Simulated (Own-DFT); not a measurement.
# Shaking the atoms of 4H SiC, 72 atoms (C36Si36)

All numbers below are calculated, not measured. The program, named Own-DFT, is a retired in-house plane-wave density functional code that no person has reviewed. Each row is one single-point run on a periodic cell that was not relaxed, without spin or spin-orbit coupling.

Settings of every run: PBE; PseudoDojo norm-conserving scalar-relativistic files; cutoff 42 hartree; 4 x 4 x 3 k mesh centred on Gamma; Fermi-Dirac smearing of 0.1 eV.

Known limits, some of them of some rows only: some atoms lie very close together; forces on such cells passed a denser k mesh, each cell not checked; stress not checked against mesh or cutoff.

Cell vectors in Å: (9.248, 0.000, 0.000); (-4.624, 8.009, 0.000); (0.000, 0.000, 10.068). In each run every atom was moved at random and independently from its ideal site; u is the rms move along one axis. E is the free energy for each atom above the fitted value at u = 0, and F the rms of the force components.

```
run,u (Å),E (meV/atom),F (eV/Å),largest force (eV/Å),P (GPa)
1,0.0299,34.4,0.867,2.98,3.69
2,0.0310,36.3,0.878,3.22,3.78
3,0.0316,39.8,0.940,3.89,3.84
4,0.0540,109.0,1.610,7.72,5.49
5,0.0558,113.4,1.573,5.83,5.90
6,0.0645,?,?,?,?
7,0.1022,413.3,3.555,15.05,12.92
8,0.1049,460.3,3.905,16.93,14.03
9,0.1096,422.2,3.410,18.69,12.81
```

## Worked fit

For small independent moves the energy grows as E = (3/2) K u², with K the mean stiffness felt by one atom. The runs with u up to 0.11 Å give K = 25.5 ± 0.8 eV/Å², with residuals divided by u² + 0.0006 Å², since the noise grows with the moves. The scatter is 6.4 meV/atom at u = 0.05 Å. The forces follow F = G u with G = 31.2 eV/Å²; no force at u = 0 is resolved. G exceeds K because the moves of its neighbours add to the force on an atom, and stiffness differs between atoms. The pressure follows P = 2.93 + 920 u² GPa: at fixed volume, shortened bonds push harder than stretched ones pull.

## Withheld run

Question: what energy and rms force should run 6 give?

The fit gives 159 ± 11 meV/atom and about 2.01 eV/Å. The calculation gave 167.4 meV/atom and 2.036 eV/Å.
